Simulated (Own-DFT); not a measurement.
# Strain and stress in wurtzite GaN, 96 atoms (Ga48N48)

Calculated results; nothing here was measured. The program, named Own-DFT, is a retired in-house plane-wave density functional code that no person has reviewed. Each row is one single-point run on a periodic cell that was not relaxed, without spin or spin-orbit coupling.

Settings of every run: PBE; PseudoDojo norm-conserving scalar-relativistic files; cutoff 42 hartree; 3 x 4 x 3 k mesh centred on Gamma; Fermi-Dirac smearing of 0.1 eV.

Known limits: forces on such cells passed a denser k mesh, each cell not checked; stress not checked against mesh or cutoff.

Unstrained cell vectors in Å: (12.756, 0.000, 0.000); (-4.783, 8.285, 0.000); (0.000, 0.000, 10.370). The unstrained cell has measured lattice constants (interpolated for alloys), not those of this functional. That, the random moves and any unrelaxed bonds set the pressure at no strain. Each run strains this cell uniformly, with the atoms carried along. Every atom was also moved at random, by a Gaussian of width 0.05 Å on each axis. Strain is the symmetric tensor, in per cent. Stress is positive in tension, and the pressure is minus a third of its trace.

```
run  e_xx (%)  e_yy (%)  e_zz (%)  e_yz (%)  e_xz (%)  e_xy (%)  s_xx (GPa)  s_yy (GPa)  s_zz (GPa)  s_yz (GPa)  s_xz (GPa)  s_xy (GPa)  P (GPa)  E (meV/atom)
  1      0.19      1.68      0.68     -0.54     -1.46     -0.49       -4.64        0.98       -4.42       -1.31       -2.92       -2.31     2.69           4.8
  2     -0.16      1.42     -0.74     -1.60     -1.92      0.06       -7.45       -2.88       -9.55       -3.84       -4.22        0.00     6.63          21.5
  3     -0.84      0.55     -0.60     -0.53     -1.55     -1.66      -12.29       -6.30      -13.26       -0.69       -3.23       -6.79    10.62          51.8
  4     -0.24      0.49     -1.32      1.64      1.40      0.04       -8.61       -7.33      -14.12        4.08        3.23        0.51    10.02          32.0
  5     -0.88      0.40      1.07      1.86      1.88     -1.04      -11.01       -5.41       -4.05        4.01        5.14       -3.27     6.82          23.5
  6      0.26     -1.00     -0.46     -1.71     -1.60      0.57       -8.61      -12.45       -9.63       -3.26       -3.07        2.94    10.23          31.3
  7      0.54     -0.50      0.36      1.60      1.43      0.35       -4.44       -9.17       -6.74        3.69        2.59        1.22     6.78          19.1
  8      1.82      1.61      0.63      1.04      0.20     -0.60        0.41        2.13       -3.50        2.57        0.28       -1.00     0.32          14.2
  9      0.64     -0.96      1.30     -1.79      0.92      1.07       -7.12      -10.56       -1.68       -4.13        2.13        4.38     6.46          36.6
 10      0.89      0.27      1.00     -0.30     -1.85      0.96       -1.72       -4.53       -4.54        0.15       -3.31        3.16     3.60          15.5
 11     -0.27      1.60     -0.18      0.65     -0.14      1.06       -7.09       -1.52       -8.78        1.79        0.05        3.46     5.80          24.4
 12     -0.87      0.01     -1.71     -1.48     -1.51      1.67      -13.27      -11.46      -17.51       -2.83       -3.95        4.55    14.08          68.0
 13     -1.96     -1.41      1.76     -1.56      1.71     -1.04      -17.04      -14.78       -3.03       -2.57        3.07       -2.39    11.62          51.8
 14      1.46      0.17      1.77     -0.57      1.05     -0.40        0.17       -4.06        0.86       -1.32        2.26       -1.09     1.01           0.0
 15     -0.33      1.82     -1.30     -0.80      1.67     -1.89       -9.47       -2.32      -11.86       -1.87        3.47       -6.27     7.88          37.1
 16     -1.80     -0.12     -1.25      1.55      0.81     -0.59      -16.37      -12.79      -14.95        3.73        2.95       -1.22    14.71          47.6
 17      1.01     -0.84     -1.01      1.01     -0.76      0.50           ?           ?           ?           ?           ?           ?        ?             ?
```

E is the free energy for each atom above the lowest run shown.

## Worked fit

Each stress component was fitted by least squares to a constant and the strains of the runs shown, as fractions, with shears doubled. Shear strains stay in the fit of a normal stress only where such slopes are resolved. The slopes, in GPa:

```
stress  at no strain  per e_xx  per e_yy  per e_zz  scatter
  s_xx          -8.0  432 ± 31  101 ± 30   66 ± 28     1.07
  s_yy          -8.1  112 ± 15  458 ± 14  124 ± 13     0.51
  s_zz          -8.3   88 ± 30   50 ± 30  429 ± 28     1.05
```

Each shear stress against twice its own strain: yz 115 ± 4, xz 100 ± 7, xy 166 ± 11 GPa. These are stiffnesses along x, y and z of the frame in which the cell vectors are given, which need not be the crystal's axes. The atoms are held to the strained lattice; where symmetry lets them move under strain, relaxing them would lower some slopes. The table should be nearly symmetric about its diagonal, and what it lacks of that shows the noise. A ninth of its sum, 207 ± 5 GPa, estimates the bulk modulus near the mean pressure of these runs, 7.5 GPa, so it lies above the value at zero pressure.

## Withheld run

Question: what normal stresses and pressure should run 17 give?

The fit gives s_xx = -5.2, s_yy = -12.1, s_zz = -12.2 and P = 9.8 GPa. The calculation gave -7.68, -8.67, -12.13 and P = 9.49 GPa. This run lies off the fit, by chance or by something that the fit leaves out.
